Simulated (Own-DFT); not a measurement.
## Calculated data, GaN (wurtzite, strained, atoms displaced), GaP (zincblende, strained, atoms displaced), GaP (zincblende, atoms displaced)

All values are calculated (Own-DFT development build). A calculation, not a measurement: plane-wave PBE density functional theory by an unreviewed code, no spin, of a simulated periodic cell, stress positive in tension, free energy of the whole cell less one offset for each atom, forces on such cells passed a denser k mesh, this cell's mesh not checked; offsets are fitted by least squares, one for each functional and potential file, so energies compare only between cells with the same atoms and settings and are not formation energies; the far tail of each file's local potential was reset to the Coulomb form; each entry is a single point on an unrelaxed cell, so the pressure reflects the starting lattice, mostly measured values (interpolated for alloys), from which strain is counted, and rises with the displacements; printed positions are rounded, which can move forces by about a meV/angstrom; the program, named Own-DFT, is a retired in-house code; no spin-orbit coupling.

Common to all runs: functional PBE.

```json
{"entry": 1, "formula": "GaN", "kind": "wurtzite, strained, atoms displaced", "structure": {"cell_angstrom": [[12.756, 0.0, 0.0], [-4.7835, 8.2853, 0.0], [0.0, 0.0, 10.6552]], "atoms_fractional": [["Ga", 0.0842, 0.22329, 0.00102], ["Ga", 0.15873, 0.11583, 0.25163], ["N", 0.083, 0.21682, 0.18396], ["N", 0.17065, 0.11727, 0.44196], ["Ga", 0.0831, 0.22181, 0.50196], ["Ga", 0.16442, 0.10252, 0.74817], ["N", 0.09167, 0.23466, 0.69515], ["N", 0.16809, 0.11446, 0.93134], ["Ga", 0.08082, 0.54503, 0.00564], ["Ga", 0.16665, 0.43511, 0.2509], ["N", 0.07126, 0.56142, 0.19374], ["N", 0.15818, 0.43895, 0.44214], ["Ga", 0.08869, 0.55565, 0.50691], ["Ga", 0.17196, 0.45326, 0.7609], ["N", 0.07844, 0.5483, 0.68667], ["N", 0.16438, 0.4363, 0.9433], ["Ga", 0.08372, 0.89211, 0.99698], ["Ga", 0.1749, 0.78377, 0.25465], ["N", 0.08836, 0.89409, 0.18649], ["N", 0.17268, 0.78272, 0.43994], ["Ga", 0.08798, 0.89996, 0.49688], ["Ga", 0.16426, 0.77024, 0.75202], ["N", 0.08417, 0.8904, 0.68346], ["N", 0.1669, 0.77111, 0.93134], ["Ga", 0.3322, 0.21423, 0.99403], ["Ga", 0.41448, 0.10521, 0.25565], ["N", 0.34067, 0.22978, 0.19283], ["N", 0.42527, 0.11606, 0.43773], ["Ga", 0.33145, 0.22003, 0.49983], ["Ga", 0.4269, 0.12274, 0.75051], ["N", 0.33543, 0.22939, 0.68877], ["N", 0.41311, 0.11126, 0.94182], ["Ga", 0.3324, 0.54912, 0.99391], ["Ga", 0.41537, 0.44284, 0.2471], ["N", 0.33412, 0.55843, 0.19084], ["N", 0.42114, 0.46143, 0.42817], ["Ga", 0.33542, 0.558, 0.49931], ["Ga", 0.42369, 0.44776, 0.74575], ["N", 0.32857, 0.55697, 0.68549], ["N", 0.42035, 0.44416, 0.92983], ["Ga", 0.33033, 0.88074, 0.00328], ["Ga", 0.41891, 0.77857, 0.2484], ["N", 0.33366, 0.89065, 0.19207], ["N", 0.40782, 0.77005, 0.43035], ["Ga", 0.32818, 0.88848, 0.5041], ["Ga", 0.41861, 0.77727, 0.75365], ["N", 0.34399, 0.89677, 0.68908], ["N", 0.41328, 0.7751, 0.933], ["Ga", 0.57389, 0.21848, 0.99745], ["Ga", 0.66491, 0.10899, 0.24061], ["N", 0.58168, 0.22595, 0.18105], ["N", 0.66666, 0.1182, 0.43682], ["Ga", 0.5834, 0.22646, 0.50812], ["Ga", 0.66488, 0.1047, 0.74412], ["N", 0.57879, 0.21775, 0.69215], ["N", 0.66884, 0.11131, 0.93464], ["Ga", 0.58171, 0.55298, 0.00014], ["Ga", 0.66495, 0.44108, 0.2553], ["N", 0.57814, 0.55351, 0.19275], ["N", 0.66947, 0.44694, 0.43567], ["Ga", 0.58075, 0.5551, 0.50385], ["Ga", 0.67541, 0.44701, 0.75329], ["N", 0.58355, 0.55191, 0.68563], ["N", 0.66703, 0.44774, 0.93884], ["Ga", 0.58021, 0.87649, 0.99825], ["Ga", 0.66358, 0.77566, 0.24568], ["N", 0.58367, 0.8854, 0.17947], ["N", 0.66697, 0.77275, 0.43591], ["Ga", 0.58636, 0.89403, 0.50203], ["Ga", 0.65986, 0.78346, 0.75523], ["N", 0.5761, 0.88702, 0.68731], ["N", 0.66387, 0.77625, 0.93864], ["Ga", 0.83273, 0.23219, 0.99995], ["Ga", 0.90915, 0.09663, 0.2563], ["N", 0.83591, 0.22251, 0.19136], ["N", 0.91292, 0.11176, 0.43421], ["Ga", 0.83418, 0.23367, 0.50117], ["Ga", 0.91679, 0.10853, 0.7515], ["N", 0.82872, 0.22143, 0.68108], ["N", 0.91392, 0.11112, 0.93925], ["Ga", 0.83585, 0.56017, 0.99519], ["Ga", 0.91896, 0.44591, 0.25466], ["N", 0.83854, 0.55747, 0.18018], ["N", 0.9172, 0.43827, 0.43513], ["Ga", 0.83193, 0.56056, 0.50313], ["Ga", 0.9129, 0.43957, 0.74764], ["N", 0.83602, 0.56405, 0.69489], ["N", 0.91598, 0.44854, 0.94407], ["Ga", 0.83208, 0.89143, 0.00218], ["Ga", 0.92055, 0.78683, 0.24982], ["N", 0.82894, 0.88608, 0.19381], ["N", 0.92033, 0.78653, 0.43665], ["Ga", 0.83636, 0.89689, 0.49577], ["Ga", 0.91753, 0.77461, 0.74914], ["N", 0.82791, 0.88734, 0.6934], ["N", 0.91737, 0.77599, 0.93769]]}, "settings": {"potential_files": "PseudoDojo norm-conserving, scalar-relativistic, standard set with the stringent files for Ga", "wave_cutoff [hartree]": 96.0, "occupations": "Gaussian", "smearing_width [eV]": 0.01, "k_mesh": "3 x 4 x 3 centred on Gamma"}, "results": {"free_energy_of_cell_above_offsets [eV]": "-6.089", "pressure [GPa]": 1.62, "stress_xx [GPa]": -3.83, "stress_yy [GPa]": -4.59, "stress_zz [GPa]": 3.56, "stress_yz [GPa]": -0.06, "stress_xz [GPa]": 0.32, "stress_xy [GPa]": -0.85, "force_element": ["Ga", "Ga", "N", "N", "Ga", "Ga", "N", "N", "Ga", "Ga", "N", "N", "Ga", "Ga", "N", "N", "Ga", "Ga", "N", "N", "Ga", "Ga", "N", "N", "Ga", "Ga", "N", "N", "Ga", "Ga", "N", "N", "Ga", "Ga", "N", "N", "Ga", "Ga", "N", "N", "Ga", "Ga", "N", "N", "Ga", "Ga", "N", "N", "Ga", "Ga", "N", "N", "Ga", "Ga", "N", "N", "Ga", "Ga", "N", "N", "Ga", "Ga", "N", "N", "Ga", "Ga", "N", "N", "Ga", "Ga", "N", "N", "Ga", "Ga", "N", "N", "Ga", "Ga", "N", "N", "Ga", "Ga", "N", "N", "Ga", "Ga", "N", "N", "Ga", "Ga", "N", "N", "Ga", "Ga", "N", "N"], "force_x [eV/angstrom]": [-0.222, 3.153, -1.744, -0.824, -0.602, 0.0, -0.718, -0.123, -0.694, -1.177, 3.867, 1.677, -1.333, -0.387, 0.26, -0.164, 0.569, -1.512, -0.231, -1.612, 0.173, 0.502, 0.175, -0.415, -1.114, 0.173, -1.156, -1.531, 1.198, -2.738, 0.331, 0.807, 0.419, -0.206, -0.454, 0.301, -0.842, -1.431, 1.268, -0.625, -0.326, -0.116, 0.745, 0.652, 2.153, -1.27, -1.473, 0.429, 1.838, -0.092, 0.277, 0.153, 0.571, -0.241, 2.398, -0.915, 0.178, 0.47, 1.185, -0.41, 0.342, -1.746, 0.658, 0.221, -0.939, -0.077, -0.544, -0.436, -0.463, 1.439, 1.136, 0.813, 0.304, -0.373, -0.131, 0.646, 0.095, 0.14, 0.589, 0.218, -0.558, -1.815, -1.19, -0.526, 0.927, 0.275, 0.643, 0.783, 0.305, 0.555, 0.509, 0.288, -0.664, -0.671, 0.509, -0.49], "force_y [eV/angstrom]": [-1.521, -0.703, 0.629, -0.047, 0.236, 1.696, -1.504, -0.566, 1.238, 1.278, 0.45, 0.138, 0.214, -0.869, 0.555, 1.21, -0.365, -0.88, 0.234, -0.623, -1.456, 0.962, -0.857, 0.024, 1.423, 1.519, -1.832, -0.526, 1.502, -1.79, -1.079, -1.443, 0.327, 0.628, -0.612, -1.902, -0.367, -0.141, 0.342, -0.279, 0.631, -0.132, -0.332, 1.555, 0.749, -0.346, -0.491, -0.304, 0.659, 0.686, -0.805, -0.669, 0.002, 0.734, 1.935, -0.493, -0.017, 0.715, 0.309, -0.086, 0.208, -0.393, 0.944, -0.47, 1.729, -0.647, 0.3, 1.07, -0.628, -0.898, 0.058, -0.38, -1.34, 2.076, -0.309, 0.547, -1.739, 0.638, -0.065, 0.437, -0.452, -0.853, 0.222, 2.469, 0.058, 0.171, -1.547, -0.246, -0.203, -1.633, -0.339, -0.412, -1.042, 1.971, 0.024, 1.129], "force_z [eV/angstrom]": [-0.301, 0.12, 0.156, -1.01, 0.938, 0.036, -0.737, 0.664, 0.472, 0.409, -1.165, -1.066, -0.977, -1.031, 0.842, -0.265, 0.38, -0.061, 0.144, -0.099, 0.353, -0.856, 0.089, 1.326, 1.379, -0.497, -0.989, 0.451, 0.086, 0.785, -0.524, -1.223, 1.067, 0.435, -1.362, 1.454, 0.004, 0.198, 0.362, 0.647, -0.257, 0.35, -1.172, 0.95, 0.252, -0.786, 0.069, 1.008, 0.342, 0.653, 0.72, -0.059, -0.833, 1.223, -0.772, -0.089, 0.687, -1.387, -1.267, 1.158, -0.857, 0.34, 0.35, -0.48, -0.087, 1.13, 0.624, 0.16, -1.154, -0.695, -0.434, -0.181, 0.742, -0.932, -0.556, 1.069, -0.654, 0.006, 0.907, -0.009, 1.391, -0.097, 1.281, 1.006, -0.628, 0.823, -1.529, -1.795, -0.089, -0.356, -1.397, 0.204, 1.011, 0.632, -0.797, -0.375]}}
{"entry": 2, "formula": "GaP", "kind": "zincblende, strained, atoms displaced", "structure": {"cell_angstrom": [[10.862, 0.0, 0.0], [0.0, 10.862, 0.0], [0.0, 0.0, 10.9439]], "atoms_fractional": [["Ga", 0.00199, 0.00218, 0.99906], ["Ga", 0.99932, 0.23878, 0.26301], ["Ga", 0.2544, 0.98854, 0.2487], ["Ga", 0.2462, 0.24111, 0.99745], ["P", 0.14695, 0.12484, 0.13135], ["P", 0.12745, 0.37977, 0.37292], ["P", 0.37192, 0.11354, 0.36438], ["P", 0.38193, 0.38352, 0.13242], ["Ga", 0.99762, 0.00122, 0.50321], ["Ga", 0.98225, 0.25979, 0.74197], ["Ga", 0.24957, 0.00668, 0.74433], ["Ga", 0.25995, 0.25102, 0.48898], ["P", 0.13618, 0.13396, 0.62876], ["P", 0.12795, 0.37697, 0.87734], ["P", 0.3828, 0.12413, 0.87389], ["P", 0.38345, 0.39403, 0.62886], ["Ga", 0.97914, 0.50688, 0.99973], ["Ga", 0.99388, 0.75919, 0.25191], ["Ga", 0.24346, 0.49637, 0.25461], ["Ga", 0.25409, 0.74508, 0.01685], ["P", 0.13348, 0.62898, 0.11829], ["P", 0.12419, 0.87305, 0.3843], ["P", 0.37046, 0.61871, 0.37946], ["P", 0.3622, 0.88913, 0.12952], ["Ga", 0.00273, 0.49301, 0.48757], ["Ga", 0.99513, 0.74852, 0.7383], ["Ga", 0.24596, 0.48836, 0.74688], ["Ga", 0.24938, 0.74716, 0.49976], ["P", 0.12556, 0.63375, 0.62109], ["P", 0.14841, 0.86433, 0.87386], ["P", 0.37522, 0.62508, 0.88802], ["P", 0.36807, 0.86528, 0.64006], ["Ga", 0.50349, 0.01328, 0.00662], ["Ga", 0.49987, 0.25257, 0.2479], ["Ga", 0.75319, 0.01183, 0.25697], ["Ga", 0.74747, 0.24056, 0.98557], ["P", 0.62151, 0.11327, 0.12299], ["P", 0.62783, 0.38499, 0.37173], ["P", 0.87082, 0.1215, 0.36759], ["P", 0.87613, 0.37642, 0.12023], ["Ga", 0.49792, 0.99316, 0.50156], ["Ga", 0.49917, 0.25267, 0.75433], ["Ga", 0.76512, 0.00136, 0.74563], ["Ga", 0.74078, 0.25323, 0.49811], ["P", 0.61847, 0.11129, 0.62977], ["P", 0.63498, 0.36594, 0.86315], ["P", 0.86869, 0.10974, 0.88466], ["P", 0.87001, 0.36249, 0.62819], ["Ga", 0.48499, 0.50759, 0.00546], ["Ga", 0.50248, 0.7475, 0.24845], ["Ga", 0.73645, 0.49623, 0.2606], ["Ga", 0.73871, 0.76731, 0.98948], ["P", 0.61984, 0.62483, 0.11863], ["P", 0.622, 0.89042, 0.37528], ["P", 0.86768, 0.62531, 0.37881], ["P", 0.8829, 0.87735, 0.12418], ["Ga", 0.49985, 0.5027, 0.49919], ["Ga", 0.50722, 0.74711, 0.74592], ["Ga", 0.74018, 0.50363, 0.74031], ["Ga", 0.75841, 0.74986, 0.4938], ["P", 0.61711, 0.61232, 0.61455], ["P", 0.63068, 0.86895, 0.87551], ["P", 0.87198, 0.62142, 0.87234], ["P", 0.88999, 0.86488, 0.61136]]}, "settings": {"potential_files": "PseudoDojo norm-conserving, scalar-relativistic, standard set", "wave_cutoff [hartree]": 42.0, "occupations": "Fermi-Dirac", "smearing_width [eV]": 0.1, "hardware": "one NVIDIA H100", "k_mesh": "3 x 3 x 3 centred on Gamma"}, "results": {"free_energy_of_cell_above_offsets [eV]": "-26.453", "pressure [GPa]": 5.15, "stress_xx [GPa]": -5.33, "stress_yy [GPa]": -5.09, "stress_zz [GPa]": -5.04, "stress_yz [GPa]": 1.35, "stress_xz [GPa]": -0.56, "stress_xy [GPa]": 0.38, "force_element": ["Ga", "Ga", "Ga", "Ga", "P", "P", "P", "P", "Ga", "Ga", "Ga", "Ga", "P", "P", "P", "P", "Ga", "Ga", "Ga", "Ga", "P", "P", "P", "P", "Ga", "Ga", "Ga", "Ga", "P", "P", "P", "P", "Ga", "Ga", "Ga", "Ga", "P", "P", "P", "P", "Ga", "Ga", "Ga", "Ga", "P", "P", "P", "P", "Ga", "Ga", "Ga", "Ga", "P", "P", "P", "P", "Ga", "Ga", "Ga", "Ga", "P", "P", "P", "P"], "force_x [eV/angstrom]": [2.142, 1.199, -2.542, 1.271, -2.784, -0.406, 1.105, -1.406, 1.302, 3.094, 0.473, 0.164, -1.717, -1.626, -0.839, -0.233, 2.521, 1.011, 0.788, 1.226, -2.77, 0.008, 0.327, 3.56, -0.693, 1.375, -0.32, 0.588, -0.369, -2.272, -0.672, 0.683, -1.563, 0.271, -1.035, -0.197, 1.873, -2.298, 0.707, -1.053, -1.294, 0.039, -0.908, -0.039, 0.497, -1.055, 1.434, -1.533, 1.892, -0.665, 2.424, 3.026, 1.032, 0.941, 1.089, -1.598, -0.714, -0.387, 1.061, -2.043, 1.639, -2.546, -1.192, -1.996], "force_y [eV/angstrom]": [-0.86, 1.327, 1.07, 1.322, -0.289, -1.916, 1.214, -1.28, 1.06, -2.501, -0.689, 0.306, 0.434, -0.505, 0.208, -2.703, -0.319, -1.262, 1.055, 1.378, -1.557, 0.511, 0.841, -2.774, 1.042, -0.498, 2.06, 0.3, -2.3, 0.858, 0.588, 0.605, -2.542, -0.559, -2.165, 0.668, 2.773, -2.748, 1.115, -1.307, 0.086, -0.114, -1.466, -1.04, 1.289, 1.268, 1.298, 2.948, -1.134, 0.669, 2.158, -3.149, 0.363, -2.096, -0.983, 0.468, -0.654, -0.698, -0.607, 0.633, 2.808, 3.17, 1.564, 1.258], "force_z [eV/angstrom]": [0.366, -2.035, 2.285, -0.299, 0.276, 0.132, 1.26, -0.339, -0.434, 3.024, 1.23, 0.813, -0.925, 0.157, -0.045, -0.577, 0.237, 0.196, -1.282, -1.531, 2.028, -0.945, -0.708, -2.143, 1.848, 2.16, 0.59, 0.194, 0.167, -0.264, -2.317, -1.729, -1.636, 0.108, -2.06, 1.722, 1.465, 1.881, 2.864, 1.328, 0.803, -0.896, -0.65, 0.278, -0.382, 1.109, -1.359, -2.716, -0.282, 0.174, -3.071, 3.039, 0.471, -0.446, -1.501, -0.155, -1.449, 0.933, 0.665, 0.542, 0.782, -2.726, -1.221, 0.998], "wall_time [s]": 560.6}}
{"entry": 3, "formula": "GaP", "kind": "zincblende, atoms displaced", "structure": {"cell_angstrom": [[10.901, 0.0, 0.0], [0.0, 10.901, 0.0], [0.0, 0.0, 10.901]], "atoms_fractional": [["Ga", 0.99754, 0.98904, 0.98274], ["Ga", 0.99719, 0.26299, 0.24887], ["Ga", 0.24204, 0.01115, 0.22407], ["Ga", 0.25334, 0.2338, 0.00103], ["P", 0.12044, 0.12492, 0.11934], ["P", 0.12026, 0.39598, 0.37861], ["P", 0.36638, 0.11805, 0.38322], ["P", 0.38112, 0.38541, 0.10781], ["Ga", 0.99561, 0.01947, 0.50497], ["Ga", 0.98106, 0.24527, 0.74755], ["Ga", 0.23892, 0.99522, 0.76078], ["Ga", 0.24682, 0.25377, 0.50579], ["P", 0.11726, 0.13062, 0.63125], ["P", 0.12927, 0.38556, 0.88485], ["P", 0.38236, 0.12485, 0.88894], ["P", 0.36613, 0.37081, 0.62502], ["Ga", 0.99884, 0.50466, 0.00033], ["Ga", 0.01051, 0.74053, 0.25244], ["Ga", 0.25543, 0.50959, 0.26672], ["Ga", 0.2519, 0.73079, 0.99777], ["P", 0.14963, 0.60884, 0.12574], ["P", 0.10085, 0.86854, 0.37908], ["P", 0.3783, 0.62915, 0.37755], ["P", 0.37949, 0.87945, 0.12431], ["Ga", 0.0095, 0.5169, 0.49425], ["Ga", 0.00026, 0.74999, 0.75625], ["Ga", 0.24081, 0.50736, 0.75422], ["Ga", 0.26258, 0.75725, 0.50719], ["P", 0.12425, 0.62115, 0.62067], ["P", 0.13937, 0.85459, 0.87107], ["P", 0.37595, 0.61748, 0.86622], ["P", 0.36974, 0.89216, 0.62167], ["Ga", 0.4894, 0.99601, 0.99201], ["Ga", 0.49274, 0.24708, 0.25271], ["Ga", 0.74279, 0.00299, 0.24169], ["Ga", 0.73338, 0.25456, 0.01757], ["P", 0.61781, 0.12434, 0.12497], ["P", 0.63475, 0.36398, 0.36672], ["P", 0.87429, 0.11762, 0.3803], ["P", 0.88507, 0.38426, 0.12123], ["Ga", 0.50409, 0.99731, 0.50296], ["Ga", 0.4809, 0.25519, 0.76359], ["Ga", 0.75457, 0.02122, 0.74891], ["Ga", 0.75688, 0.23727, 0.49625], ["P", 0.62062, 0.13324, 0.60181], ["P", 0.63115, 0.3671, 0.87841], ["P", 0.85967, 0.11498, 0.87511], ["P", 0.87676, 0.37179, 0.63574], ["Ga", 0.50708, 0.49456, 0.99881], ["Ga", 0.49616, 0.75333, 0.23482], ["Ga", 0.75876, 0.50915, 0.25435], ["Ga", 0.76065, 0.7543, 0.00637], ["P", 0.62246, 0.62315, 0.12397], ["P", 0.61959, 0.86931, 0.37962], ["P", 0.88277, 0.62423, 0.37193], ["P", 0.87535, 0.86997, 0.12789], ["Ga", 0.49931, 0.51989, 0.50205], ["Ga", 0.50316, 0.74296, 0.75896], ["Ga", 0.76629, 0.49024, 0.73632], ["Ga", 0.75236, 0.75519, 0.49951], ["P", 0.63164, 0.61778, 0.64022], ["P", 0.63032, 0.87472, 0.86433], ["P", 0.8747, 0.61696, 0.89077], ["P", 0.85539, 0.87699, 0.62447]]}, "settings": {"potential_files": "PseudoDojo norm-conserving, scalar-relativistic, standard set", "wave_cutoff [hartree]": 42.0, "occupations": "Fermi-Dirac", "smearing_width [eV]": 0.1, "hardware": "one NVIDIA H100", "k_mesh": "3 x 3 x 3 centred on Gamma"}, "results": {"free_energy_of_cell_above_offsets [eV]": "-26.345", "pressure [GPa]": 4.81, "stress_xx [GPa]": -4.85, "stress_yy [GPa]": -4.8, "stress_zz [GPa]": -4.79, "stress_yz [GPa]": 0.16, "stress_xz [GPa]": -1.04, "stress_xy [GPa]": 0.08, "force_element": ["Ga", "Ga", "Ga", "Ga", "P", "P", "P", "P", "Ga", "Ga", "Ga", "Ga", "P", "P", "P", "P", "Ga", "Ga", "Ga", "Ga", "P", "P", "P", "P", "Ga", "Ga", "Ga", "Ga", "P", "P", "P", "P", "Ga", "Ga", "Ga", "Ga", "P", "P", "P", "P", "Ga", "Ga", "Ga", "Ga", "P", "P", "P", "P", "Ga", "Ga", "Ga", "Ga", "P", "P", "P", "P", "Ga", "Ga", "Ga", "Ga", "P", "P", "P", "P"], "force_x [eV/angstrom]": [0.198, 0.332, 0.956, -0.592, -1.994, 0.963, -0.251, -1.651, 0.307, 1.68, 1.082, -0.642, 0.671, -0.58, -1.849, 0.715, 1.842, -0.146, 0.92, 1.41, -2.682, 2.605, 0.299, -1.655, -1.699, -1.186, 0.158, -1.744, 0.754, -1.319, 0.654, 0.694, 2.695, -0.352, 0.328, 1.735, -0.818, -0.366, 0.053, -1.747, -0.406, 1.603, -3.169, -0.053, -0.526, -0.361, 2.287, 1.104, 0.746, 0.784, -1.034, -1.754, 0.767, 0.149, -1.03, 1.124, 1.06, -0.212, -2.023, -0.619, -0.117, -0.049, -0.496, 2.446], "force_y [eV/angstrom]": [-0.275, -0.781, -1.86, 2.521, 0.946, -2.787, 0.4, -1.914, -2.705, -0.211, 1.293, -0.31, -0.115, -1.967, -0.429, 1.691, -0.479, -0.259, -1.627, 0.95, 1.158, 1.577, 1.449, -0.378, -1.063, -0.648, -1.264, -0.09, 1.991, 0.833, 0.126, -1.048, -1.372, 0.482, -0.774, 0.005, -0.724, 1.376, 1.053, -0.71, 0.022, 0.254, -2.395, 2.166, -0.1, 0.858, 2.662, -0.606, 0.921, -0.51, -1.281, -0.489, 0.436, 0.124, 0.911, 0.767, -2.382, 1.005, 1.465, -1.384, 0.833, 0.558, 1.171, 0.936], "force_z [eV/angstrom]": [0.744, 0.753, 3.059, 0.341, -0.962, -0.586, -1.217, 2.762, 0.52, 2.093, -0.85, -0.868, 0.516, -0.66, -2.239, 0.654, 0.566, -1.568, -0.874, 0.315, 0.087, 0.687, -0.199, -0.851, 0.964, -1.101, -0.853, -0.877, 1.177, 0.983, 0.962, 1.588, 0.664, -0.108, 0.972, -0.413, 0.253, 0.68, -2.534, 0.439, -0.877, -1.391, -2.919, -0.13, 3.327, -1.266, 2.686, -4.112, -1.204, 1.54, -0.568, -0.798, -0.121, -1.317, 0.715, 0.464, 0.422, -0.884, 3.114, -0.373, -1.388, 1.095, -2.158, 1.127], "wall_time [s]": 599.0}}
```
